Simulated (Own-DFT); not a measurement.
# Computed records: InGa3As4 (zincblende random alloy, strained, atoms displaced)

Computed with Own-DFT development build. A calculation, not a measurement: plane-wave PBE density functional theory by an unreviewed code, no spin, of a simulated periodic cell, stress positive in tension, free energy of the whole cell less one offset for each atom, forces on such cells passed a denser k mesh, this cell's mesh not checked; offsets are fitted by least squares, one for each functional and potential file, so energies compare only between cells with the same atoms and settings and are not formation energies; the far tail of each file's local potential was reset to the Coulomb form; each entry is a single point on an unrelaxed cell, so the pressure reflects the starting lattice, mostly measured values, from which strain is counted, and rises with the displacements; printed positions are rounded, which can move forces by about a meV/angstrom; the program is a retired in-house code; no spin-orbit coupling.

Common to all runs: functional PBE; potential files PseudoDojo norm-conserving, scalar-relativistic, standard set; wave cutoff 42 hartree; occupations Fermi-Dirac; smearing width 0.1 eV; k mesh 3 x 3 x 3 centred on Gamma.

(1) InGa3As4 (zincblende random alloy, strained, atoms displaced)

```
CELL_PARAMETERS angstrom
11.34010 -0.14940 -0.02140
-0.14940 11.61340 0.04990
-0.02140 0.04990 11.41520
ATOMIC_POSITIONS crystal
Ga 0.00524 0.00076 0.00984
In 0.99704 0.25518 0.24012
Ga 0.24905 0.99493 0.25340
Ga 0.24932 0.25080 0.00145
As 0.12140 0.11738 0.12246
As 0.12519 0.37775 0.37045
As 0.36822 0.12631 0.37918
As 0.37548 0.38019 0.12515
Ga 0.00223 0.00146 0.49230
In 0.00144 0.24826 0.75185
In 0.24993 0.00407 0.75583
Ga 0.25123 0.25051 0.50120
As 0.12654 0.12903 0.62351
As 0.12707 0.37272 0.87375
As 0.37881 0.12277 0.87915
As 0.37581 0.37792 0.62688
Ga 0.99425 0.49730 0.00328
Ga 0.99049 0.74508 0.24991
Ga 0.24464 0.49924 0.25024
Ga 0.25072 0.74695 0.99770
As 0.11951 0.62656 0.12582
As 0.12718 0.87991 0.37756
As 0.37534 0.62257 0.37844
As 0.37970 0.88377 0.11606
Ga 0.00195 0.50088 0.50617
Ga 0.99975 0.75630 0.75347
Ga 0.24851 0.49522 0.75103
Ga 0.25085 0.75592 0.50361
As 0.12779 0.62848 0.63132
As 0.13274 0.87017 0.86486
As 0.37191 0.63246 0.87292
As 0.37764 0.87918 0.62945
In 0.49727 0.00453 0.00278
Ga 0.49263 0.24955 0.25306
Ga 0.74844 0.99950 0.25687
Ga 0.74877 0.24494 0.00060
As 0.63087 0.12254 0.12943
As 0.62473 0.36288 0.37635
As 0.88139 0.12316 0.37866
As 0.87329 0.37343 0.12693
In 0.50191 0.00632 0.49793
Ga 0.50348 0.24888 0.74913
Ga 0.74677 0.99298 0.74868
In 0.74879 0.24782 0.49746
As 0.61995 0.11231 0.62655
As 0.62430 0.38407 0.87500
As 0.88110 0.12145 0.87214
As 0.87272 0.38010 0.63455
Ga 0.49819 0.49822 0.99861
Ga 0.50106 0.74957 0.24816
Ga 0.74267 0.49820 0.25725
Ga 0.75929 0.74541 0.99797
As 0.62992 0.62745 0.12925
As 0.62091 0.87586 0.37023
As 0.87116 0.62442 0.36538
As 0.87821 0.87459 0.13144
Ga 0.50134 0.50083 0.50324
Ga 0.50472 0.74993 0.75193
In 0.73784 0.49633 0.74551
In 0.75047 0.75395 0.50083
As 0.63294 0.61824 0.62526
As 0.62566 0.88350 0.87502
As 0.88089 0.63483 0.87198
As 0.87579 0.87361 0.62279
```

| Property | Result |
| --- | --- |
| free energy of cell above offsets | -20.022 eV |
| pressure | 6.23 GPa |
| stress xx | -6.75 GPa |
| stress yy | -5.53 GPa |
| stress zz | -6.41 GPa |
| stress yz | 1.63 GPa |
| stress xz | -0.2 GPa |
| stress xy | -2.16 GPa |

Force:
```
element  x (eV/Å)  y (eV/Å)  z (eV/Å)
     Ga     -0.77     -1.33    -1.731
     In      1.08    -1.369      0.84
     Ga     0.397     0.444    -0.809
     Ga      0.25    -0.242    -0.056
     As     1.876     0.705     0.583
     As     0.346     0.155     1.698
     As    -0.648     0.679    -1.124
     As    -0.392    -0.512     0.339
     Ga     0.266     -0.12     0.947
     In      0.08     0.358    -0.966
     In     0.474     0.557    -1.484
     Ga    -0.217     0.631    -0.242
     As    -0.142    -0.502    -1.335
     As     0.526     1.152      1.65
     As    -0.443     3.071    -0.329
     As     0.039    -0.458     0.062
     Ga     0.443     0.376     -0.64
     Ga     1.252     0.687    -0.184
     Ga     0.551      0.66    -0.336
     Ga     -0.22     0.434     0.301
     As      0.36    -0.067     0.027
     As    -0.587    -1.281    -0.105
     As    -0.183     0.417    -0.208
     As    -2.548     -3.03     2.859
     Ga    -0.088     0.287    -0.505
     Ga     0.271    -0.156    -0.929
     Ga     0.313     0.654    -0.058
     Ga     0.282    -0.262     0.004
     As    -0.322    -0.089    -0.243
     As    -1.734    -0.761     2.716
     As     0.439    -1.106     0.156
     As     0.055    -1.593    -0.063
     In     2.221     0.753    -0.931
     Ga     0.202    -0.215    -0.615
     Ga     0.723         0    -0.378
     Ga     0.323     0.341    -0.537
     As     0.109     1.114     1.042
     As    -1.664     2.119    -0.889
     As    -0.479    -0.834    -0.512
     As     -2.27     1.676    -1.433
     In     -1.17    -1.612    -1.401
     Ga    -0.152     0.024     0.115
     Ga     0.933     0.532    -0.231
     In      0.97    -0.738     1.442
     As     1.741     2.214     2.543
     As    -1.527    -2.795     2.176
     As    -1.776    -1.448     1.612
     As     0.986    -0.263    -1.634
     Ga     0.069     1.038    -0.018
     Ga    -0.509    -0.038    -0.318
     Ga     0.092     -0.39    -0.688
     Ga    -0.464     0.849     0.207
     As    -0.442    -0.397    -0.541
     As    -0.057    -0.121    -0.544
     As     0.496    -1.031     1.267
     As      -0.6     0.327    -0.364
     Ga     0.134    -0.241    -0.482
     Ga     0.121     0.179    -0.431
     In     2.681     0.729     1.103
     In    -0.252    -0.624    -1.261
     As    -3.145     1.997    -1.101
     As     0.578    -1.966      0.16
     As    -0.241    -1.131     0.609
     As     1.363     1.563     1.194
```

(2) InGa3As4 (zincblende random alloy, strained, atoms displaced)

```
CELL_PARAMETERS angstrom
11.40690 0.09370 -0.20220
0.09370 11.33920 0.15100
-0.20220 0.15100 11.61300
ATOMIC_POSITIONS crystal
In 0.00215 0.00153 0.99616
Ga 0.99808 0.25439 0.25066
Ga 0.25396 0.00382 0.24788
In 0.25069 0.25075 0.00815
As 0.12517 0.12627 0.12415
As 0.12372 0.38304 0.37439
As 0.37154 0.11525 0.37373
As 0.37694 0.37673 0.12702
Ga 0.00850 0.00135 0.50213
Ga 0.99670 0.25069 0.74804
Ga 0.25207 0.99957 0.74395
In 0.24843 0.24951 0.50349
As 0.12202 0.13262 0.63134
As 0.13503 0.37459 0.87318
As 0.37341 0.12884 0.87505
As 0.37719 0.37934 0.62588
Ga 0.00858 0.50484 0.99813
Ga 0.00140 0.74621 0.24174
Ga 0.24670 0.50081 0.24196
In 0.25724 0.75269 0.00243
As 0.12681 0.62241 0.12621
As 0.12324 0.87862 0.37664
As 0.37795 0.62520 0.37869
As 0.37835 0.86859 0.12436
Ga 0.99942 0.50099 0.49061
Ga 0.99786 0.75135 0.74644
Ga 0.25207 0.50249 0.75670
Ga 0.24839 0.74823 0.49566
As 0.12226 0.62071 0.61960
As 0.12584 0.87297 0.87305
As 0.38332 0.62260 0.88223
As 0.37851 0.87148 0.62424
Ga 0.49688 0.99900 0.00221
In 0.49738 0.25062 0.26012
In 0.75675 0.00583 0.25436
In 0.75406 0.25386 0.99686
As 0.62537 0.12973 0.12070
As 0.62576 0.37187 0.36735
As 0.88253 0.12142 0.36935
As 0.87417 0.37248 0.13316
Ga 0.49771 0.99274 0.50631
Ga 0.49534 0.25603 0.74589
Ga 0.74954 0.98981 0.74918
Ga 0.75382 0.25075 0.49294
As 0.62575 0.11904 0.62196
As 0.62557 0.37222 0.87305
As 0.87960 0.12472 0.87512
As 0.87755 0.37534 0.62445
Ga 0.49627 0.50172 0.00036
Ga 0.49492 0.74938 0.25663
Ga 0.74837 0.50586 0.24487
In 0.74669 0.75234 0.99841
As 0.62385 0.62322 0.13564
As 0.62151 0.87962 0.37420
As 0.87732 0.61967 0.36968
As 0.87732 0.87388 0.12721
Ga 0.49915 0.49775 0.49955
Ga 0.50090 0.74331 0.75321
Ga 0.75062 0.50459 0.75080
Ga 0.74987 0.74810 0.50658
As 0.62435 0.62922 0.62323
As 0.62498 0.87407 0.87211
As 0.87188 0.63155 0.86842
As 0.87795 0.87246 0.62457
```

| Item | Value |
| --- | --- |
| free energy of cell above offsets | -21.147 eV |
| pressure | 6.08 GPa |
| stress xx | -6.36 GPa |
| stress yy | -6.49 GPa |
| stress zz | -5.38 GPa |
| stress yz | 2.36 GPa |
| stress xz | -3.45 GPa |
| stress xy | 1.31 GPa |

Force:
```
element  x (eV/Å)  y (eV/Å)  z (eV/Å)
     In     0.736    -1.342         1
     Ga     1.033    -0.582     0.528
     Ga    -0.463    -1.004    -0.173
     In     0.726     -0.54    -0.189
     As    -0.566     0.071     1.907
     As    -0.344     0.089    -1.178
     As      0.06    -0.345     0.941
     As    -0.184     1.912    -0.121
     Ga    -0.346    -0.015     0.333
     Ga     0.345     0.098     0.756
     Ga     0.166    -0.201     0.561
     In     0.539     -0.19    -0.507
     As    -0.653     -1.21     0.249
     As    -2.057     1.048    -0.982
     As     0.526    -0.767    -0.901
     As    -0.125     1.113     0.241
     Ga    -0.741    -0.661     -0.33
     Ga     0.229    -0.052     1.027
     Ga      0.99    -0.527     1.228
     In    -0.819    -1.237    -0.517
     As    -0.816     0.563    -0.253
     As     0.188    -0.247    -0.868
     As    -0.973    -0.122    -0.632
     As     0.884     2.194     1.465
     Ga     0.125     -0.54     1.015
     Ga     0.885    -0.646     0.255
     Ga     0.241     0.153     -0.58
     Ga     0.167    -0.102     0.502
     As     0.211     0.493     0.416
     As    -0.085     0.297    -1.906
     As    -0.622     0.282      -1.8
     As    -0.853    -0.305     0.286
     Ga     0.541      0.12    -0.242
     In    -0.146    -1.638    -0.905
     In    -1.144     -1.32    -0.974
     In     0.662    -0.857     0.532
     As    -1.207    -0.638    -0.313
     As     1.436     2.194     1.842
     As      1.31     1.955     2.107
     As     0.494     1.883     -0.59
     Ga     0.487     0.207    -0.459
     Ga     0.961    -1.119     0.485
     Ga     0.407     0.607     -0.04
     Ga     0.174    -0.531     0.506
     As    -0.067     0.824     0.059
     As    -1.502     1.963    -1.296
     As    -1.396     0.751    -2.528
     As    -0.602     0.594    -0.567
     Ga     1.554    -1.168     0.983
     Ga     0.849    -0.174     0.247
     Ga     0.863    -1.342     1.001
     In     0.582    -1.117     1.296
     As    -1.585      0.62     -1.07
     As    -0.288    -0.901     0.824
     As    -0.785      1.25    -0.008
     As     0.245    -0.063     0.061
     Ga     0.857    -0.262     0.098
     Ga     0.222     0.253    -0.104
     Ga    -0.092    -0.648    -0.205
     Ga      0.21     0.166    -1.043
     As    -0.315    -0.568     0.074
     As    -1.874     1.425    -0.981
     As     1.069    -0.967     0.043
     As    -0.322     0.824    -0.606
```

(3) InGa3As4 (zincblende random alloy, strained, atoms displaced)

```
CELL_PARAMETERS angstrom
11.40420 0.07520 0.12350
0.07520 11.73130 -0.16340
0.12350 -0.16340 11.44350
ATOMIC_POSITIONS crystal
Ga 0.00141 0.99296 0.00303
Ga 0.99541 0.25024 0.25027
Ga 0.24192 0.00703 0.25107
Ga 0.25069 0.25089 0.00015
As 0.12517 0.12833 0.11970
As 0.13144 0.37471 0.38313
As 0.37016 0.11994 0.37344
As 0.36768 0.37973 0.11659
In 0.00685 0.00390 0.49319
Ga 0.99624 0.24860 0.74604
In 0.24870 0.00407 0.74411
Ga 0.24744 0.23877 0.49294
As 0.12208 0.12907 0.62620
As 0.12650 0.37271 0.88135
As 0.36799 0.12693 0.86933
As 0.38055 0.36294 0.62151
Ga 0.00110 0.49820 0.99853
In 0.99840 0.74854 0.25493
Ga 0.24241 0.49744 0.24906
Ga 0.25629 0.75051 0.99199
As 0.12472 0.62756 0.13176
As 0.12553 0.87934 0.37709
As 0.37747 0.62370 0.37068
As 0.38066 0.87470 0.12880
In 0.00061 0.50249 0.50135
In 0.00118 0.74788 0.75496
Ga 0.24860 0.49446 0.74548
Ga 0.24330 0.74765 0.49362
As 0.12140 0.62122 0.62972
As 0.12701 0.86820 0.87773
As 0.37666 0.62178 0.88002
As 0.37359 0.87759 0.62823
Ga 0.49513 0.99180 0.00098
Ga 0.49940 0.25160 0.25278
Ga 0.74813 0.00428 0.25276
Ga 0.75424 0.25450 0.00285
As 0.62056 0.12405 0.13211
As 0.61330 0.37996 0.37116
As 0.87222 0.11708 0.36976
As 0.87463 0.37449 0.11917
Ga 0.49029 0.00137 0.49742
Ga 0.49987 0.24562 0.74865
Ga 0.74697 0.99647 0.76082
Ga 0.75180 0.24301 0.49694
As 0.62767 0.12188 0.62110
As 0.61799 0.36789 0.87855
As 0.87726 0.12764 0.87948
As 0.87565 0.37866 0.61800
In 0.49943 0.50502 0.99912
Ga 0.50096 0.74912 0.25134
Ga 0.74732 0.50126 0.24838
Ga 0.75002 0.75035 0.00073
As 0.62484 0.62329 0.12125
As 0.61957 0.87837 0.37995
As 0.87668 0.63235 0.37492
As 0.88036 0.87272 0.12150
In 0.49935 0.49963 0.50435
Ga 0.49847 0.75319 0.75806
Ga 0.75483 0.50024 0.75057
In 0.75440 0.74440 0.49851
As 0.62926 0.62434 0.63324
As 0.62523 0.88040 0.88066
As 0.87036 0.61177 0.87663
As 0.88034 0.87825 0.62797
```

| Item | Value |
| --- | --- |
| free energy of cell above offsets | -21.384 eV |
| pressure | 4.67 GPa |
| stress xx | -5.17 GPa |
| stress yy | -3.81 GPa |
| stress zz | -5.03 GPa |
| stress yz | -2.29 GPa |
| stress xz | 1.77 GPa |
| stress xy | 1.35 GPa |

Force:
```
element  x (eV/Å)  y (eV/Å)  z (eV/Å)
     Ga     0.117     0.678    -0.325
     Ga     0.214     0.257     0.064
     Ga     0.315    -0.508    -0.613
     Ga    -0.064    -0.004    -0.084
     As    -0.224    -0.329     0.353
     As     0.258    -1.218    -1.585
     As     0.617     0.211    -0.481
     As    -0.064    -1.164     1.507
     In    -1.542     0.729     1.579
     Ga    -0.226     0.806     0.598
     In    -1.257    -0.211     0.912
     Ga     0.021     0.797     0.919
     As     0.161     1.195    -0.431
     As    -0.126    -0.141    -1.053
     As     1.651     0.439     1.442
     As    -1.349    -0.379       0.6
     Ga     0.068     0.391     0.603
     In      0.18     1.445    -0.363
     Ga     0.367     0.154     0.091
     Ga    -0.343     0.222     1.342
     As     1.239    -1.278    -1.995
     As      2.23     -1.34    -1.297
     As    -0.979     0.419    -0.409
     As    -0.995    -0.226    -0.008
     In    -0.396     0.417    -0.597
     In    -1.352     0.095     0.432
     Ga     0.333    -0.214     0.312
     Ga     0.573    -0.008     0.631
     As     2.476      0.09    -0.507
     As     0.606     0.918     0.966
     As    -1.106     0.918    -2.304
     As     1.202    -1.979    -1.609
     Ga    -0.263      1.43     0.304
     Ga    -0.899     0.159    -0.456
     Ga    -0.637    -0.949    -0.641
     Ga    -1.094    -0.585    -0.053
     As      0.41    -0.044    -0.937
     As     2.467    -1.562    -0.957
     As     0.021     1.454    -0.439
     As     0.409     0.412      0.94
     Ga     0.305     0.019     0.596
     Ga     0.153      -0.1     0.105
     Ga     0.532     0.716    -0.783
     Ga    -0.465     0.775    -0.062
     As    -0.174    -0.349     0.303
     As     1.654    -0.617    -1.257
     As     0.058    -0.614    -0.261
     As    -1.089    -1.712      1.09
     In    -0.008    -0.755     0.399
     Ga     0.179     0.229      0.04
     Ga     0.086    -0.049     0.022
     Ga    -0.004    -0.112    -0.044
     As     1.247     1.318     1.339
     As     0.162    -0.012    -0.888
     As     -0.23     -3.23    -1.263
     As    -1.323     0.681    -0.021
     In    -0.682      1.17     0.943
     Ga     0.022    -0.035    -0.228
     Ga    -1.095    -0.945      0.01
     In     -1.64     1.963     1.609
     As    -0.286     0.124     0.957
     As     0.138    -1.073    -0.211
     As     0.204     0.651     0.776
     As    -0.762      0.46      0.38
```

(4) InGa3As4 (zincblende random alloy, strained, atoms displaced)

```
CELL_PARAMETERS angstrom
11.59530 0.20280 0.05770
0.20280 11.72780 0.18390
0.05770 0.18390 11.29770
ATOMIC_POSITIONS crystal
Ga 0.99883 0.00007 0.00306
Ga 0.00287 0.24887 0.25642
Ga 0.25009 0.00292 0.26040
Ga 0.24586 0.25102 0.99437
As 0.12326 0.12561 0.12911
As 0.13200 0.37929 0.37134
As 0.37567 0.12856 0.37667
As 0.38206 0.37122 0.12794
Ga 0.00469 0.99580 0.50108
Ga 0.00054 0.24851 0.75211
Ga 0.24521 0.00911 0.74738
In 0.24691 0.24960 0.49866
As 0.12906 0.11802 0.63431
As 0.12730 0.37216 0.87161
As 0.37342 0.11796 0.87241
As 0.37633 0.37859 0.62510
In 0.99729 0.49538 0.00808
Ga 0.99088 0.75219 0.24344
Ga 0.24927 0.50428 0.25353
Ga 0.25159 0.75144 0.99984
As 0.12265 0.61910 0.12663
As 0.12219 0.87036 0.37577
As 0.37335 0.62316 0.37948
As 0.37651 0.87348 0.12791
In 0.99629 0.50225 0.49943
Ga 0.99786 0.75389 0.74517
In 0.24323 0.50316 0.74829
Ga 0.24942 0.74693 0.50099
As 0.12072 0.62450 0.62188
As 0.12575 0.88105 0.87301
As 0.36784 0.62679 0.87547
As 0.38007 0.87204 0.62508
Ga 0.49740 0.00773 0.00460
Ga 0.50735 0.24595 0.24940
In 0.74659 0.00570 0.25765
Ga 0.74613 0.25049 0.00618
As 0.62193 0.12322 0.12862
As 0.62916 0.37116 0.37907
As 0.87539 0.11987 0.37664
As 0.88020 0.37177 0.11921
Ga 0.50035 0.99875 0.50248
Ga 0.49890 0.25544 0.74774
Ga 0.75169 0.00890 0.75228
In 0.75167 0.26171 0.50006
As 0.62069 0.12537 0.62458
As 0.61671 0.37689 0.87665
As 0.87748 0.12139 0.87512
As 0.87054 0.38099 0.62600
Ga 0.50613 0.49834 0.01065
Ga 0.49479 0.74934 0.25221
Ga 0.74960 0.49757 0.25208
Ga 0.75418 0.74481 0.99639
As 0.62559 0.62226 0.12662
As 0.62388 0.87338 0.37085
As 0.87181 0.62482 0.37498
As 0.87905 0.86504 0.13139
Ga 0.49717 0.50283 0.49505
In 0.49717 0.75321 0.74916
Ga 0.74550 0.49615 0.75159
In 0.75508 0.75291 0.49624
As 0.61901 0.63025 0.62560
As 0.62269 0.88317 0.86945
As 0.87828 0.62153 0.88024
As 0.87408 0.87296 0.62300
```

| Quantity | Value |
| --- | --- |
| free energy of cell above offsets | -21.163 eV |
| pressure | 4.51 GPa |
| stress xx | -4.35 GPa |
| stress yy | -3.74 GPa |
| stress zz | -5.44 GPa |
| stress yz | 2.89 GPa |
| stress xz | -0.62 GPa |
| stress xy | 2.62 GPa |

Force:
```
element  x (eV/Å)  y (eV/Å)  z (eV/Å)
     Ga     0.355     -0.39     0.413
     Ga    -0.032     0.108    -0.156
     Ga     0.153     -0.31    -0.381
     Ga     0.824     -0.61     0.725
     As     0.163    -0.093    -0.343
     As    -1.421     0.033    -1.131
     As     1.057    -1.198    -0.899
     As    -0.912     0.239    -0.135
     Ga    -0.021     0.039     0.412
     Ga    -0.032     0.144     0.006
     Ga     1.858    -2.075     1.261
     In     0.504     0.018     1.318
     As    -2.377     1.086    -1.552
     As    -1.096    -1.065     0.133
     As    -0.156     1.124    -0.115
     As     0.673    -0.164    -0.635
     In     1.837     0.501     -0.91
     Ga     1.947    -1.714      1.65
     Ga     0.902    -0.197     -0.44
     Ga    -0.326     0.106     0.301
     As     0.735     1.541     0.445
     As     0.113    -0.012    -0.389
     As    -0.392      0.37    -0.802
     As    -0.611     0.522    -0.222
     In     0.941    -0.428     0.017
     Ga     0.406    -0.287     0.823
     In     1.179    -0.048     0.524
     Ga     0.148     0.425     0.353
     As    -0.496     1.979    -0.392
     As    -0.226    -0.458     0.002
     As     0.609    -0.519     1.354
     As    -2.658     1.974    -1.747
     Ga     0.275    -0.873    -0.063
     Ga    -0.398      0.48     0.669
     In     1.058    -1.022     -0.49
     Ga     0.212    -0.054    -0.544
     As    -0.573     0.927    -1.599
     As    -2.606     2.155    -2.505
     As     1.533     0.916     0.629
     As    -2.338    -1.905     2.329
     Ga     0.057    -0.033    -0.212
     Ga    -0.034    -0.591     0.452
     Ga     0.001    -0.534    -0.246
     In     1.294    -2.382     1.527
     As    -0.158    -0.159     0.236
     As      0.57    -0.401    -0.062
     As    -0.571     0.677     0.274
     As     0.537    -0.633     1.692
     Ga    -0.746     0.443    -0.428
     Ga     0.548     -0.26     0.078
     Ga     0.346    -0.151    -0.147
     Ga    -0.527     0.687     0.225
     As    -0.028     0.473     0.025
     As    -2.137    -0.045     0.209
     As    -0.076    -0.155    -2.503
     As    -1.557     1.675    -2.274
     Ga     0.813    -0.446     0.841
     In      0.74     -0.61     1.935
     Ga    -0.179     0.787     0.348
     In    -0.682    -0.174     0.918
     As     0.856     -2.09     -0.79
     As     0.851     0.189     1.282
     As    -1.075     0.935    -2.031
     As     0.349     1.534     0.737
```
